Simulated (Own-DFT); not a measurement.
## Calculated data, GaN (wurtzite, strained, atoms displaced), SiC (4H silicon carbide, atoms displaced)

A calculation, not a measurement: plane-wave PBE density functional theory by an unreviewed code, no spin, of a simulated periodic cell, stress positive in tension, free energy of the whole cell less one offset for each atom, forces on such cells passed a denser k mesh, this cell's mesh not checked; offsets are fitted by least squares, one for each functional and potential file, so energies compare only between cells with the same atoms and settings and are not formation energies; the far tail of each file's local potential was reset to the Coulomb form; each entry is a single point on an unrelaxed cell, so the pressure reflects the starting lattice, mostly measured values (interpolated for alloys), from which strain is counted, and rises with the displacements; printed positions are rounded, which can move forces by about a meV/angstrom; the program, named Own-DFT, is a retired in-house code; no spin-orbit coupling. Program: Own-DFT development build.

Common to all runs: functional PBE.

(1) GaN (wurtzite, strained, atoms displaced)

```
GaN
1.0
     12.7560     0.0000     0.0000
     -4.7835     8.2853     0.0207
      0.0000     0.0259    10.3700
Ga N Ga N Ga N Ga N Ga N Ga N Ga N Ga N Ga N Ga N Ga N Ga N Ga N Ga N Ga N Ga N Ga N Ga N Ga N Ga N Ga N Ga N Ga N Ga N
2 2 2 2 2 2 2 2 2 2 2 2 2 2 2 2 2 2 2 2 2 2 2 2 2 2 2 2 2 2 2 2 2 2 2 2 2 2 2 2 2 2 2 2 2 2 2 2
Direct
  0.09448 0.22606 0.00160
  0.16678 0.09818 0.24898
  0.07901 0.22316 0.19031
  0.16299 0.10257 0.44232
  0.08878 0.22595 0.49858
  0.15906 0.10329 0.74977
  0.08833 0.22438 0.67801
  0.16826 0.10891 0.93987
  0.07510 0.55105 0.00036
  0.16562 0.43002 0.24883
  0.07409 0.54762 0.19061
  0.16616 0.43248 0.43214
  0.07933 0.55255 0.50257
  0.17138 0.44971 0.75475
  0.08434 0.55705 0.69340
  0.16914 0.44760 0.93408
  0.08308 0.89195 0.00096
  0.15854 0.76776 0.25003
  0.08315 0.88608 0.19007
  0.16112 0.76564 0.43835
  0.07733 0.89388 0.51379
  0.15859 0.77423 0.74804
  0.07988 0.88981 0.69269
  0.17087 0.78888 0.93745
  0.34050 0.22418 0.00028
  0.41583 0.10480 0.24848
  0.33828 0.22627 0.19277
  0.41869 0.11165 0.42554
  0.32960 0.22032 0.49358
  0.42338 0.12014 0.75715
  0.33407 0.21910 0.67607
  0.42069 0.11188 0.93581
  0.33309 0.56629 0.00107
  0.41784 0.44913 0.24379
  0.33068 0.55680 0.18806
  0.42091 0.44357 0.43953
  0.33647 0.55155 0.49252
  0.41412 0.43767 0.75224
  0.33537 0.55590 0.69191
  0.41525 0.44442 0.92432
  0.33420 0.89111 0.99968
  0.41657 0.78841 0.25673
  0.33080 0.88810 0.19038
  0.41634 0.77600 0.43645
  0.32548 0.88305 0.50031
  0.41546 0.78191 0.74426
  0.33287 0.88704 0.68107
  0.41577 0.77947 0.93978
  0.58159 0.21906 0.99308
  0.66621 0.11021 0.24583
  0.57725 0.21394 0.18982
  0.66046 0.10473 0.44044
  0.58163 0.22840 0.49537
  0.66595 0.11356 0.74723
  0.58250 0.21735 0.70290
  0.66606 0.10956 0.93430
  0.58032 0.54556 0.00257
  0.66583 0.44755 0.25158
  0.58129 0.54768 0.18826
  0.66568 0.45065 0.44807
  0.58190 0.55467 0.50414
  0.66760 0.44900 0.74449
  0.58057 0.54920 0.69183
  0.66995 0.46095 0.93440
  0.58832 0.89507 0.00772
  0.66504 0.78070 0.24818
  0.58233 0.88570 0.19206
  0.66522 0.76406 0.44041
  0.58679 0.89408 0.50360
  0.67063 0.78041 0.75083
  0.58120 0.89440 0.68940
  0.67661 0.78614 0.94206
  0.83001 0.22003 0.00045
  0.91299 0.10893 0.24609
  0.83335 0.22155 0.19310
  0.92173 0.11921 0.43240
  0.83081 0.21908 0.50851
  0.92086 0.11240 0.75113
  0.83110 0.22424 0.69181
  0.92012 0.12463 0.93755
  0.83573 0.55820 0.99874
  0.92028 0.44691 0.24320
  0.82165 0.54070 0.18737
  0.91502 0.43942 0.44215
  0.82569 0.55236 0.50034
  0.91284 0.43993 0.75791
  0.82714 0.55987 0.68515
  0.91135 0.44323 0.93426
  0.83101 0.89020 0.00205
  0.91978 0.78435 0.24751
  0.83165 0.87986 0.18093
  0.91272 0.75997 0.44225
  0.83122 0.88498 0.49604
  0.91270 0.77181 0.75316
  0.82853 0.88115 0.68247
  0.93616 0.79141 0.93460
```

It was run with potential files PseudoDojo norm-conserving, scalar-relativistic, standard set with the stringent files for Ga, wave cutoff 96 hartree, occupations Gaussian, smearing width 0.01 eV and k mesh 3 x 4 x 3 centred on Gamma.

The calculation gives: free energy of cell above offsets -4.768 eV; pressure 7.17 GPa; stress xx -7.09 GPa; stress yy -6.31 GPa; stress zz -8.1 GPa; stress yz 0.81 GPa; stress xz -0.25 GPa; stress xy -1.16 GPa.

Force:
```csv
element,x (eV/Å),y (eV/Å),z (eV/Å)
Ga,-1.495,0.115,-0.059
Ga,-0.516,1.877,0.704
N,1.384,-1.982,-1.049
N,0.028,0.349,-1.245
Ga,-0.649,-1.104,-0.727
Ga,1.271,1.667,0.07
N,-0.808,-0.009,2.234
N,0.553,0.865,-0.259
Ga,1.176,0.853,-0.336
Ga,-0.698,1.951,0.295
N,2.494,1.006,-1.358
N,-0.246,2.071,0.636
Ga,0.544,-0.889,-0.026
Ga,-0.001,-0.358,-1.584
N,-0.588,-0.885,-0.32
N,-0.641,-0.103,1.71
Ga,2.453,0.777,0.718
Ga,0.958,0.259,0.511
N,-0.145,-0.408,-0.631
N,-0.625,1.313,0.07
Ga,0.773,-1.7,-2.019
Ga,1.525,0.834,0.458
N,-0.144,-0.798,0.206
N,-0.149,-1.348,0.227
Ga,-1,0.216,0.06
Ga,-0.479,0.511,-0.581
N,-0.799,-0.725,-1.006
N,-0.636,-0.402,2.559
Ga,1.129,-0.187,-0.188
Ga,-1.618,-1.484,-2.303
N,-0.318,-0.359,2.02
N,-0.872,-0.145,1.122
Ga,0.687,-0.985,-0.357
Ga,-0.266,-0.272,1.2
N,0.293,0.394,-0.023
N,-0.623,-0.206,-1.081
Ga,-0.764,0.221,1.07
Ga,-0.224,0.125,-2.852
N,-0.047,0.117,-1.098
N,0.079,0.05,4.237
Ga,0.014,-0.438,0.215
Ga,0.27,-1.273,-0.845
N,-0.662,-0.569,-0.69
N,0.106,0.19,1.047
Ga,0.73,0.607,-0.908
Ga,0.25,-0.684,0.688
N,-1.053,0.678,1.477
N,0.75,1.041,-0.37
Ga,0.902,1.386,0.989
Ga,-0.242,0.384,1.118
N,0.892,1.083,-1.005
N,0.522,1.479,-0.468
Ga,0.166,-1.245,0.837
Ga,0.719,-0.771,0.481
N,-0.216,1.759,-2.263
N,0.025,0.307,0.859
Ga,-1.009,1.488,-0.658
Ga,-0.264,-1.549,0.676
N,-0.54,1.309,-0.192
N,-0.014,-1.258,-1.688
Ga,-0.492,-0.468,0.699
Ga,-0.289,-0.86,0.961
N,-0.636,1.184,-0.347
N,1.429,-1.798,0.005
Ga,-0.397,-0.996,-1.45
Ga,0.889,-1.342,0.701
N,-0.367,0.463,-0.175
N,-0.875,2.221,-0.943
Ga,-0.305,-1.538,-0.293
Ga,-1.385,-0.661,0.249
N,1.208,-0.685,0.076
N,-2.062,-1.363,-0.572
Ga,-0.003,0.231,0.235
Ga,0.438,-0.199,0.456
N,-0.527,-0.142,-1.287
N,-0.419,-1.482,0.894
Ga,0.134,0.207,-1.568
Ga,-0.366,-0.12,-0.612
N,0.849,-0.393,0.216
N,1.138,-1.042,0.294
Ga,-0.964,0.518,0.167
Ga,-2.414,-1.429,2.304
N,1.663,1.923,-0.332
N,-0.715,0.072,-0.523
Ga,1.951,-1.004,0.278
Ga,-0.106,0.835,-2.496
N,1.858,-0.623,0.753
N,0.304,-0.051,1.769
Ga,2.079,1.07,-1.279
Ga,-0.136,-1.876,1.038
N,-0.539,0.966,1.637
N,-0.367,3.108,-1.294
Ga,0.56,0.432,-0.276
Ga,-0.277,0.559,-0.522
N,0.811,1.378,0.736
N,-4.015,-2.243,0.193
```

(2) SiC (4H silicon carbide, atoms displaced)

```
SiC
1.0
     12.3308     0.0000     0.0000
     -6.1654    10.6788     0.0000
      0.0000     0.0000    10.0681
Si C Si C Si C Si C Si C Si C Si C Si C Si C Si C Si C Si C Si C Si C Si C Si C Si C Si C Si C Si C Si C Si C Si C Si C Si C Si C Si C Si C Si C Si C Si C Si C
2 2 2 2 2 2 2 2 2 2 2 2 2 2 2 2 2 2 2 2 2 2 2 2 2 2 2 2 2 2 2 2 2 2 2 2 2 2 2 2 2 2 2 2 2 2 2 2 2 2 2 2 2 2 2 2 2 2 2 2 2 2 2 2
Direct
  0.00459 0.00356 0.41066
  0.08391 0.16818 0.15850
  0.99944 0.99817 0.09248
  0.08201 0.17058 0.34668
  0.00150 0.25328 0.40869
  0.08771 0.41737 0.15893
  0.99655 0.24755 0.09369
  0.08311 0.41710 0.34642
  0.99711 0.49635 0.40517
  0.07965 0.66852 0.15247
  0.99928 0.49654 0.09237
  0.07842 0.66114 0.34419
  0.99936 0.75479 0.40782
  0.08245 0.91309 0.15925
  0.00065 0.74744 0.09385
  0.08934 0.91583 0.34401
  0.24669 0.00266 0.40700
  0.33583 0.17134 0.15178
  0.25072 0.00124 0.09809
  0.33451 0.16154 0.34480
  0.25053 0.24620 0.40850
  0.33553 0.41920 0.15656
  0.25206 0.25731 0.08819
  0.33681 0.41887 0.34343
  0.24900 0.49820 0.40664
  0.33431 0.66618 0.15074
  0.24787 0.49951 0.09559
  0.33682 0.66966 0.34243
  0.25011 0.75094 0.40315
  0.33115 0.91554 0.15208
  0.25008 0.75189 0.08886
  0.33084 0.91949 0.34307
  0.49994 0.99738 0.40603
  0.58612 0.16715 0.16490
  0.49942 0.00133 0.09156
  0.58350 0.16471 0.34769
  0.49730 0.24422 0.40678
  0.58102 0.41271 0.15713
  0.49996 0.25212 0.09460
  0.58212 0.41885 0.34714
  0.50028 0.49951 0.40528
  0.58285 0.66414 0.15368
  0.49911 0.49848 0.09285
  0.58690 0.66643 0.34112
  0.49989 0.75222 0.40444
  0.58826 0.91980 0.15779
  0.50261 0.75191 0.09916
  0.57988 0.91486 0.34492
  0.75331 0.99948 0.40422
  0.83261 0.16758 0.15230
  0.74676 0.99685 0.09947
  0.83336 0.16773 0.34435
  0.75040 0.25504 0.40335
  0.82872 0.41190 0.15128
  0.74691 0.24867 0.09275
  0.83069 0.41684 0.34259
  0.75276 0.49991 0.40696
  0.82930 0.66644 0.15608
  0.75166 0.50026 0.09562
  0.83436 0.67110 0.34014
  0.74887 0.75025 0.40151
  0.83244 0.91994 0.15366
  0.75389 0.74904 0.09346
  0.83333 0.91878 0.34569
  0.00028 0.00315 0.91154
  0.91589 0.83221 0.66039
  0.99660 0.00228 0.59645
  0.91835 0.83471 0.84686
  0.00074 0.74902 0.90288
  0.91630 0.58095 0.65513
  0.99796 0.75212 0.59623
  0.91558 0.58395 0.84608
  0.99707 0.49740 0.90481
  0.92101 0.33533 0.65658
  0.99562 0.49895 0.59484
  0.91358 0.32921 0.84616
  0.99513 0.24744 0.90086
  0.91507 0.07875 0.65603
  0.00179 0.24927 0.59540
  0.91236 0.07780 0.85166
  0.74946 0.99586 0.90541
  0.66950 0.83512 0.65627
  0.75447 0.00323 0.59104
  0.66842 0.83137 0.84583
  0.74861 0.74843 0.90990
  0.66335 0.57849 0.65409
  0.74536 0.74990 0.59495
  0.66595 0.58207 0.84423
  0.74648 0.49938 0.90350
  0.66782 0.33288 0.66010
  0.74826 0.49827 0.59239
  0.66747 0.33333 0.84155
  0.74570 0.24655 0.90314
  0.66590 0.08549 0.65736
  0.74477 0.24527 0.59499
  0.66562 0.08793 0.84206
  0.50025 0.00010 0.90660
  0.41549 0.83344 0.65113
  0.49724 0.00045 0.59597
  0.41512 0.83095 0.84698
  0.50150 0.74953 0.90294
  0.42505 0.59056 0.65382
  0.50224 0.75112 0.59335
  0.41779 0.58366 0.85012
  0.49996 0.50013 0.91249
  0.41532 0.32613 0.65540
  0.50030 0.50007 0.59130
  0.41543 0.33070 0.85006
  0.50502 0.25024 0.91221
  0.41793 0.08474 0.65587
  0.50261 0.25243 0.59666
  0.41457 0.08198 0.84831
  0.24991 0.00090 0.90878
  0.16458 0.83225 0.65786
  0.24729 0.99908 0.59496
  0.16782 0.83507 0.84443
  0.25358 0.75153 0.90453
  0.16411 0.58396 0.65369
  0.25331 0.75130 0.59455
  0.16873 0.58121 0.83796
  0.24494 0.49160 0.90535
  0.16985 0.33261 0.65713
  0.25006 0.49421 0.58421
  0.16736 0.33491 0.83676
  0.25092 0.24997 0.90408
  0.17145 0.08567 0.65308
  0.24897 0.25016 0.59349
  0.16548 0.08257 0.83842
```

Here we set potential files PseudoDojo norm-conserving, scalar-relativistic, standard set, wave cutoff 42 hartree, occupations Fermi-Dirac, smearing width 0.1 eV, hardware one NVIDIA H200 and k mesh 3 x 3 x 3 centred on Gamma.

Results for SiC (4H silicon carbide, atoms displaced): free energy of cell above offsets -18.948 eV; pressure 3.76 GPa; stress xx -3.78 GPa; stress yy -3.34 GPa; stress zz -4.17 GPa; stress yz -0.1 GPa; stress xz 0.22 GPa; stress xy 0.36 GPa; wall time 514.7 s.

Force:
```csv
element,x (eV/Å),y (eV/Å),z (eV/Å)
Si,-0.883,-0.65,-0.754
Si,-0.065,-0.158,-0.585
C,0.251,0.573,1.419
C,1.386,-0.639,-0.226
Si,-0.596,-0.572,-0.041
Si,-1.705,-0.647,-0.337
C,0.826,0.666,-0.529
C,0.122,-0.061,-0.288
Si,-0.177,0.604,-0.025
Si,1.751,-1.462,0.781
C,-0.178,0.373,0.194
C,0.003,1.249,0.054
Si,0.764,-1.497,-0.173
Si,-0.075,0.476,-0.888
C,-1.576,0.77,-0.573
C,-2.373,0.545,0.306
Si,2.102,-1.044,0.316
Si,-0.608,-0.818,0.726
C,-0.675,0.226,-0.977
C,-1.247,1.494,-0.586
Si,-0.251,1.256,-0.871
Si,-0.349,0.001,0.15
C,-0.017,-1.37,1.179
C,-0.5,-1.04,-0.061
Si,0.493,0.809,-1.226
Si,-0.43,0.723,0.948
C,0.906,-0.042,-0.764
C,-0.761,-0.906,-0.131
Si,-0.272,-0.181,0.037
Si,0.597,0.482,0.901
C,-0.035,-0.755,0.667
C,0.671,-0.432,0.066
Si,-0.971,0.155,0.258
Si,-1.074,-0.624,-1.626
C,0.666,0.059,0.923
C,-0.104,0.191,0.022
Si,0.245,1.56,0.362
Si,0.195,1.469,0.525
C,1.131,-0.7,0.645
C,1.155,-1.337,-0.54
Si,-0.16,0.664,0.195
Si,0.171,0.588,0.528
C,0.399,0.204,0.821
C,-1.243,-0.046,0.221
Si,0.955,-0.928,-0.094
Si,-2.106,-1.106,0.183
C,0.16,-0.167,-1.543
C,1.165,0.882,0.039
Si,-1.45,0.687,0.356
Si,0.087,-0.196,1.126
C,0.481,1.327,-1.791
C,-0.101,0.326,-0.296
Si,0.652,-1.457,1.122
Si,0.893,1.259,0.642
C,0.165,-0.388,-0.34
C,0.624,-0.055,-0.415
Si,-1.371,0.624,-0.505
Si,1.911,-0.286,-0.085
C,-1.035,-0.476,-0.758
C,0.313,-0.646,1.097
Si,0.195,0.321,1.111
Si,1.188,-0.992,1.031
C,-1.824,0.644,-0.005
C,1.267,-0.288,-0.816
Si,1.014,-0.934,-1.349
Si,-1.037,0.435,-0.272
C,2.25,-0.891,-0.396
C,-0.408,-0.161,0.17
Si,-0.193,0.529,0.853
Si,-1.168,0.766,0.54
C,0.649,-0.724,-0.426
C,0.153,-0.672,-0.743
Si,0.752,0.392,0.216
Si,-0.989,-1.297,0.117
C,0.926,0.056,-0.681
C,-0.451,0.607,-0.709
Si,1.106,0.075,1.111
Si,-0.681,1.493,0.865
C,-0.116,0.016,0.258
C,0.175,1.003,-1.539
Si,-1.367,0.526,0.704
Si,-0.449,0.24,-0.092
C,-1.228,-0.687,0.692
C,-0.608,0.247,-0.439
Si,1.07,-0.005,-0.899
Si,-0.095,1.085,0.271
C,1.552,-0.526,-0.546
C,-0.466,0.059,-0.044
Si,0.824,0.227,0.856
Si,-0.083,0.01,-1.283
C,0.634,0.112,0.406
C,-0.155,0.111,1.12
Si,0.418,1.094,0.68
Si,0.484,-1.02,-0.65
C,0.865,1.847,-0.59
C,0.93,-2.028,0.41
Si,-0.291,-0.256,-0.167
Si,0.679,0.102,1.512
C,0.798,-0.153,-0.621
C,0.972,0.925,-1.181
Si,-0.466,0.113,1.387
Si,-1.054,-2.235,0.675
C,-0.278,1.028,-0.291
C,-0.229,-0.541,-1.121
Si,0.068,-0.427,-1.715
Si,-0.806,1.998,0.924
C,-0.053,-0.742,0.507
C,0.813,0.497,-1.01
Si,-1.253,-0.362,-1.265
Si,-0.659,-0.24,0.785
C,0.224,-1.085,-0.717
C,0.518,0.519,-0.572
Si,-0.415,-0.071,-0.177
Si,0.428,0.3,-0.179
C,0.756,0.212,-0.493
C,0.231,-0.387,0.023
Si,-0.968,-0.927,-0.29
Si,1.412,-0.582,-0.442
C,-1.433,-0.45,-0.773
C,-0.86,0.034,1.15
Si,0.189,2.172,0.012
Si,-0.856,0.464,-1.326
C,-0.344,1.513,2.539
C,-0.1,-1.581,1.57
Si,-0.494,-0.309,-0.426
Si,-1.584,-0.666,0.693
C,1.077,-0.462,-0.107
C,-0.011,0.367,1.388
```
